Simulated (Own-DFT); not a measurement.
GaN (wurtzite, strained, atoms displaced) (calculated)

A calculation, not a measurement: plane-wave PBE density functional theory by an unreviewed code, no spin, of a simulated periodic cell, stress positive in tension, free energy of the whole cell less one offset for each atom, forces on such cells passed a denser k mesh, this cell's mesh not checked; offsets are fitted by least squares, one for each functional and potential file, so energies compare only between cells with the same atoms and settings and are not formation energies; the far tail of each file's local potential was reset to the Coulomb form; each entry is a single point on an unrelaxed cell, so the pressure reflects the starting lattice, mostly measured values (interpolated for alloys), from which strain is counted, and rises with the displacements; printed positions are rounded, which can move forces by about a meV/angstrom; the program, named Own-DFT, is a retired in-house code; no spin-orbit coupling. Program: Own-DFT development build.

Settings shared by all entries: functional PBE; potential files PseudoDojo norm-conserving, scalar-relativistic, standard set with the stringent files for Ga; wave cutoff 96 hartree; occupations Gaussian; smearing width 0.01 eV; k mesh 3 x 4 x 3 centred on Gamma.

(1) GaN (wurtzite, strained, atoms displaced)

```
GaN
1.0
     12.7560     0.0000     0.0000
     -4.7835     8.2853     0.0000
      0.0000     0.0000    10.5256
Ga N Ga N Ga N Ga N Ga N Ga N Ga N Ga N Ga N Ga N Ga N Ga N Ga N Ga N Ga N Ga N Ga N Ga N Ga N Ga N Ga N Ga N Ga N Ga N
2 2 2 2 2 2 2 2 2 2 2 2 2 2 2 2 2 2 2 2 2 2 2 2 2 2 2 2 2 2 2 2 2 2 2 2 2 2 2 2 2 2 2 2 2 2 2 2
Direct
  0.08403 0.22381 0.98957
  0.16374 0.10155 0.24830
  0.08885 0.21510 0.18778
  0.16603 0.11799 0.44162
  0.08722 0.22285 0.49275
  0.16121 0.10179 0.75467
  0.08755 0.22994 0.69611
  0.16692 0.10829 0.94210
  0.08855 0.56440 0.00343
  0.16711 0.45134 0.25618
  0.08211 0.55265 0.18195
  0.16337 0.44686 0.44401
  0.09091 0.55326 0.50475
  0.16163 0.44312 0.75075
  0.08057 0.54995 0.69245
  0.16734 0.43744 0.94181
  0.08428 0.89691 0.00581
  0.16813 0.77726 0.26015
  0.07492 0.87236 0.18952
  0.16757 0.77628 0.43860
  0.08228 0.88691 0.50139
  0.16337 0.77001 0.74730
  0.08141 0.89317 0.68818
  0.16235 0.77914 0.93304
  0.33588 0.22993 0.99514
  0.41040 0.10399 0.25010
  0.32826 0.20833 0.19092
  0.41225 0.10117 0.44060
  0.33644 0.22326 0.50579
  0.41529 0.11007 0.75833
  0.33495 0.22256 0.68630
  0.41654 0.10688 0.92957
  0.32426 0.54598 0.99580
  0.40761 0.43961 0.24588
  0.33505 0.54949 0.18644
  0.42074 0.45099 0.44471
  0.32976 0.55656 0.50544
  0.41822 0.45099 0.75134
  0.33612 0.55647 0.68968
  0.41953 0.44543 0.92853
  0.33026 0.87789 0.00351
  0.41737 0.78072 0.25804
  0.33377 0.88778 0.19278
  0.42338 0.77355 0.44444
  0.33086 0.87904 0.49275
  0.41511 0.78381 0.74484
  0.33435 0.88538 0.69437
  0.41690 0.77603 0.93849
  0.58356 0.22031 0.00496
  0.66954 0.10993 0.25078
  0.57921 0.21608 0.18459
  0.66323 0.10963 0.44275
  0.58607 0.21535 0.49544
  0.65844 0.10449 0.74327
  0.58573 0.22091 0.69237
  0.66145 0.10689 0.94196
  0.57847 0.55602 0.00044
  0.67509 0.45048 0.25340
  0.58385 0.54956 0.18091
  0.66846 0.45249 0.44073
  0.57497 0.55904 0.49815
  0.67089 0.44650 0.74995
  0.57923 0.55905 0.68204
  0.66274 0.44393 0.93818
  0.58357 0.89031 0.00511
  0.66789 0.77998 0.24428
  0.58185 0.88825 0.19129
  0.66693 0.76647 0.43599
  0.58164 0.88595 0.50174
  0.66399 0.77015 0.75214
  0.58433 0.88268 0.68641
  0.66106 0.76554 0.93809
  0.83373 0.22335 0.00578
  0.91238 0.10107 0.26189
  0.83625 0.22449 0.18854
  0.92313 0.11927 0.43192
  0.83328 0.21716 0.49172
  0.92135 0.10491 0.74701
  0.83691 0.22072 0.69264
  0.91578 0.10799 0.93438
  0.84229 0.56093 0.99245
  0.92010 0.44947 0.24623
  0.82940 0.55375 0.18791
  0.91926 0.44957 0.44324
  0.83717 0.56594 0.49997
  0.91933 0.44160 0.75581
  0.83303 0.55358 0.69039
  0.92382 0.44404 0.93803
  0.83009 0.88297 0.00332
  0.92003 0.76859 0.24781
  0.82925 0.88081 0.18467
  0.91631 0.78084 0.43940
  0.82882 0.89445 0.50570
  0.91775 0.77524 0.74911
  0.82831 0.87967 0.69023
  0.91653 0.76829 0.93346
```

- free energy of cell above offsets: -5.332 eV
- pressure: 4.16 GPa
- stress xx: -5.61 GPa
- stress yy: -5.35 GPa
- stress zz: -1.51 GPa
- stress yz: 0.43 GPa
- stress xz: -0.19 GPa
- stress xy: -0.03 GPa

Force:
```csv
element,x (eV/Å),y (eV/Å),z (eV/Å)
Ga,-0.457,-1.478,1.963
Ga,-0.136,0.161,0.632
N,-1.887,0.827,0.028
N,1.834,-1.467,-0.823
Ga,-0.795,0.474,1.773
Ga,0.882,1.876,-0.347
N,0.377,-1.551,-1.534
N,-0.06,0.613,-0.632
Ga,0.096,-0.708,-1.091
Ga,0.7,-1.515,-1.153
N,0.538,0.842,1.563
N,1.917,-0.463,-1.209
Ga,-3.249,0.455,0.634
Ga,1.567,0.657,0.699
N,0.166,0.819,-0.855
N,-1.711,1.189,-1.189
Ga,0.187,-1.532,-0.666
Ga,-0.249,-0.492,-1.806
N,1.804,1.513,-0.141
N,-0.383,-0.422,0.787
Ga,-0.389,0.778,0.021
Ga,-0.002,1.165,0.404
N,0.873,-1.319,-0.492
N,0.605,0.113,0.87
Ga,0.854,-1.197,0.439
Ga,1.215,1.167,0.551
N,-0.36,1.188,-0.986
N,0.299,0.609,-0.464
Ga,-0.107,0.06,-0.569
Ga,0.2,0.34,-2.57
N,-0.489,-0.257,1.183
N,-0.497,-0.06,3.431
Ga,2.087,1.505,0.471
Ga,2.622,-0.634,1.197
N,-2.069,1.409,-0.037
N,-2.495,-1.819,-1.748
Ga,1.28,-0.77,0.192
Ga,0.445,-1.005,-1.257
N,-1.615,0.193,0.023
N,-1.175,-0.192,1.696
Ga,-0.304,1.113,-0.797
Ga,0.731,-0.85,-0.817
N,-0.351,-1.136,-0.332
N,-2.005,-0.144,-1.063
Ga,0.577,1.147,1.815
Ga,1.802,-1.257,1.313
N,-1.862,0.56,-1.801
N,-0.12,-0.568,0.012
Ga,-0.569,0.42,-1.136
Ga,-0.967,0.426,-0.229
N,0.39,0.332,1.663
N,1.998,-1.001,-1.378
Ga,-2.338,1.975,1.319
Ga,2.007,0.306,1.344
N,-1.208,0.29,-1.243
N,1.075,0.367,-0.566
Ga,1.174,-1.026,0.037
Ga,-2.168,-1.398,0.05
N,-0.939,0.2,1.402
N,0.151,-1.048,-0.175
Ga,2.627,-0.502,0.866
Ga,-1.243,-0.425,0.155
N,1.12,-0.721,0.665
N,1.044,0.09,-0.088
Ga,-0.008,-0.618,-0.708
Ga,-0.203,-1.642,0.73
N,0.087,0.011,0.119
N,-0.81,2.728,-0.659
Ga,1.726,0.084,0.261
Ga,-0.271,0.304,0.258
N,-0.617,0.342,0.066
N,-0.067,2.079,-0.01
Ga,0.047,-0.67,-1.305
Ga,0.949,0.504,-4.014
N,0.166,-0.404,0.827
N,-0.481,-1.05,2.531
Ga,-0.533,1.559,1.856
Ga,-1.529,0.275,0.51
N,-0.39,-0.6,-1.051
N,-0.031,-0.34,0.586
Ga,-1.373,-2.093,0.866
Ga,-0.524,-0.517,1.047
N,1.913,0.085,-1.071
N,0.433,-0.228,-0.95
Ga,-0.226,-1.36,0.61
Ga,-1.1,-0.728,-0.848
N,0.882,0.303,-0.33
N,-0.468,-0.093,0.696
Ga,0.14,0.153,-1.199
Ga,-2.482,0.153,1.167
N,0.92,0.718,0.824
N,0.138,0.862,-0.441
Ga,0.892,-0.93,-0.547
Ga,-0.471,-0.368,0.018
N,0.539,0.827,-0.31
N,-0.295,2.431,0.464
```

(2) GaN (wurtzite, strained, atoms displaced)

```
GaN
1.0
     12.7560     0.0000     0.0000
     -4.7835     8.2853     0.0000
      0.0000     0.0000    10.5256
Ga N Ga N Ga N Ga N Ga N Ga N Ga N Ga N Ga N Ga N Ga N Ga N Ga N Ga N Ga N Ga N Ga N Ga N Ga N Ga N Ga N Ga N Ga N Ga N
2 2 2 2 2 2 2 2 2 2 2 2 2 2 2 2 2 2 2 2 2 2 2 2 2 2 2 2 2 2 2 2 2 2 2 2 2 2 2 2 2 2 2 2 2 2 2 2
Direct
  0.07999 0.22953 0.00049
  0.16485 0.11291 0.25609
  0.08601 0.21854 0.18568
  0.16462 0.11219 0.44344
  0.07750 0.21422 0.49477
  0.16394 0.10801 0.74453
  0.08201 0.23501 0.68532
  0.16255 0.10748 0.94286
  0.08239 0.55417 0.99933
  0.16664 0.44614 0.24848
  0.08858 0.56528 0.19060
  0.16817 0.44024 0.43445
  0.08007 0.55454 0.49939
  0.16830 0.44968 0.75321
  0.07811 0.55638 0.68872
  0.16759 0.44108 0.93599
  0.08101 0.88095 0.00429
  0.16911 0.77584 0.25585
  0.08533 0.89531 0.18537
  0.17256 0.78047 0.44827
  0.08090 0.88696 0.50206
  0.16396 0.77517 0.75131
  0.08324 0.88634 0.68926
  0.16818 0.78076 0.93425
  0.33622 0.21717 0.00369
  0.41801 0.11546 0.24669
  0.34187 0.22221 0.19024
  0.40662 0.10039 0.43104
  0.33866 0.22703 0.49943
  0.41394 0.11418 0.74285
  0.33984 0.22719 0.68491
  0.41243 0.10252 0.94244
  0.33390 0.55160 0.99626
  0.42092 0.44958 0.25276
  0.33506 0.55105 0.18705
  0.41818 0.44809 0.43696
  0.32925 0.54490 0.50211
  0.40986 0.44175 0.74579
  0.32695 0.54770 0.68655
  0.41544 0.44388 0.93655
  0.33268 0.88454 0.99044
  0.41539 0.77612 0.24914
  0.32608 0.88600 0.19245
  0.41435 0.77986 0.43370
  0.33099 0.89615 0.50324
  0.41236 0.78142 0.74953
  0.33427 0.88908 0.69014
  0.41527 0.78615 0.94113
  0.58368 0.22420 0.99373
  0.66733 0.10135 0.25246
  0.58035 0.22476 0.18945
  0.67128 0.10852 0.44012
  0.57950 0.21562 0.50001
  0.66163 0.10740 0.74328
  0.58285 0.21296 0.68510
  0.66951 0.11291 0.93952
  0.57256 0.55560 0.99957
  0.65944 0.43633 0.25101
  0.57909 0.55005 0.18211
  0.67275 0.44415 0.42908
  0.57854 0.54755 0.49196
  0.66382 0.43759 0.74876
  0.58063 0.56139 0.69226
  0.66345 0.44383 0.94313
  0.57759 0.88604 0.99523
  0.67030 0.77856 0.25264
  0.58359 0.88299 0.18680
  0.66628 0.78274 0.44024
  0.58599 0.88216 0.49714
  0.66540 0.77823 0.74963
  0.58208 0.88575 0.68370
  0.66684 0.78637 0.93639
  0.82876 0.22031 0.00085
  0.91241 0.11563 0.25234
  0.83709 0.22808 0.19686
  0.92280 0.11543 0.44158
  0.82961 0.22644 0.49299
  0.91936 0.11186 0.74572
  0.82833 0.20443 0.68699
  0.92161 0.11158 0.93533
  0.83663 0.55817 0.00144
  0.91893 0.44461 0.25111
  0.83161 0.56086 0.18560
  0.91788 0.44579 0.44845
  0.83028 0.54962 0.50257
  0.92331 0.46071 0.75409
  0.83762 0.55362 0.69759
  0.91326 0.44981 0.93502
  0.83782 0.89018 0.01204
  0.91401 0.77932 0.25040
  0.83851 0.88935 0.18315
  0.92534 0.78677 0.43389
  0.83002 0.89414 0.50136
  0.92166 0.77873 0.75310
  0.83375 0.89240 0.68389
  0.91971 0.78818 0.94496
```

* free energy of cell above offsets: -5.357 eV
* pressure: 4.23 GPa
* stress xx: -7.06 GPa
* stress yy: -4.94 GPa
* stress zz: -0.7 GPa
* stress yz: -0.36 GPa
* stress xz: -0.75 GPa
* stress xy: -0.07 GPa

Force:
```csv
element,x (eV/Å),y (eV/Å),z (eV/Å)
Ga,1.624,-1.576,0.142
Ga,1.203,-0.262,-0.729
N,-1.587,0.963,0.504
N,1.219,-0.091,-0.237
Ga,1.208,1.989,1.419
Ga,-0.426,0.996,1.302
N,1.446,-1.184,-0.262
N,0.652,0.572,-0.955
Ga,0.066,0.458,0.059
Ga,0.691,-0.434,0.034
N,-0.479,-1.7,-0.623
N,-0.982,0.141,0.231
Ga,1.592,0.261,0.58
Ga,-1.003,-0.574,-0.576
N,1.698,0.418,-0.298
N,-0.633,1.369,0.356
Ga,0.295,1.624,-0.148
Ga,-1.251,1.339,0.37
N,0.27,-0.973,1.383
N,-1.81,-0.918,-1.047
Ga,0.926,0.384,-0.043
Ga,0.395,0.363,-0.284
N,0.027,0.385,-0.408
N,-0.246,-1.12,0.304
Ga,-1.548,-0.023,-0.073
Ga,0.609,-1.826,0.129
N,-2.45,1.001,-0.056
N,1.011,2.249,0.954
Ga,-0.873,-0.773,-0.491
Ga,0.957,-0.747,1.649
N,-1.272,-0.542,-0.359
N,0.598,1.262,-1.58
Ga,-0.477,0.475,0.87
Ga,-0.552,-1.004,-0.818
N,-0.588,0.431,-0.422
N,0.004,-0.722,-0.051
Ga,-0.742,1.714,-0.53
Ga,0.98,0.712,0.985
N,0.158,1.363,0.162
N,-0.559,-0.872,-0.763
Ga,-1.73,0.61,2.404
Ga,-0.507,0.113,-0.017
N,1.766,0.521,-1.275
N,0.578,-0.413,1.087
Ga,1.794,-1.422,0.073
Ga,1.661,-0.734,-0.161
N,-1.145,0.425,-0.342
N,1.346,-2.213,-1.379
Ga,-0.08,-0.507,1.089
Ga,-1.371,0.802,-0.356
N,1.693,-1.249,-0.556
N,-1.718,-0.444,-0.79
Ga,0.169,-0.212,-0.965
Ga,2.169,-0.47,0.998
N,-1.543,1.253,-0.319
N,-1.157,-0.441,-0.595
Ga,2.066,0.861,-0.444
Ga,0.788,1.141,-1.635
N,0.602,1.156,1.259
N,-1.37,-0.532,1.901
Ga,1.202,1.313,1.536
Ga,-0.328,0.947,0.849
N,0.841,-1.585,-1.341
N,-0.001,0.642,-1.064
Ga,1.054,0.864,0.717
Ga,-0.163,-0.562,-0.859
N,-0.105,0.364,-0.127
N,1.766,-1.745,-1.229
Ga,-2.734,0.691,0.747
Ga,0.464,0.712,0.392
N,-0.812,-0.318,0.376
N,0.587,-0.839,0.394
Ga,1.333,0.275,-0.422
Ga,2.376,-0.677,0.139
N,-0.889,-0.481,-1.368
N,-2.708,-0.957,-1.533
Ga,1.92,-0.581,2.236
Ga,-0.363,-0.116,0.76
N,-1.066,2.147,-0.485
N,-1.617,-0.018,0.531
Ga,-1.592,0.456,0.084
Ga,-0.822,1.533,0.346
N,0.59,-0.987,0.769
N,-0.486,0.161,-1.816
Ga,0.369,1.676,0.297
Ga,0.422,-3.274,-0.092
N,-2.347,0.613,-1.657
N,1.418,-0.726,1.068
Ga,-1.201,0.541,-3.159
Ga,1.628,-0.017,0.006
N,-1.676,0.672,2.794
N,-1.882,-1.444,0.679
Ga,1.398,-0.291,0.007
Ga,-1.655,0.372,0.391
N,0.721,-1.062,0.645
N,0.196,-1.67,-1.263
```
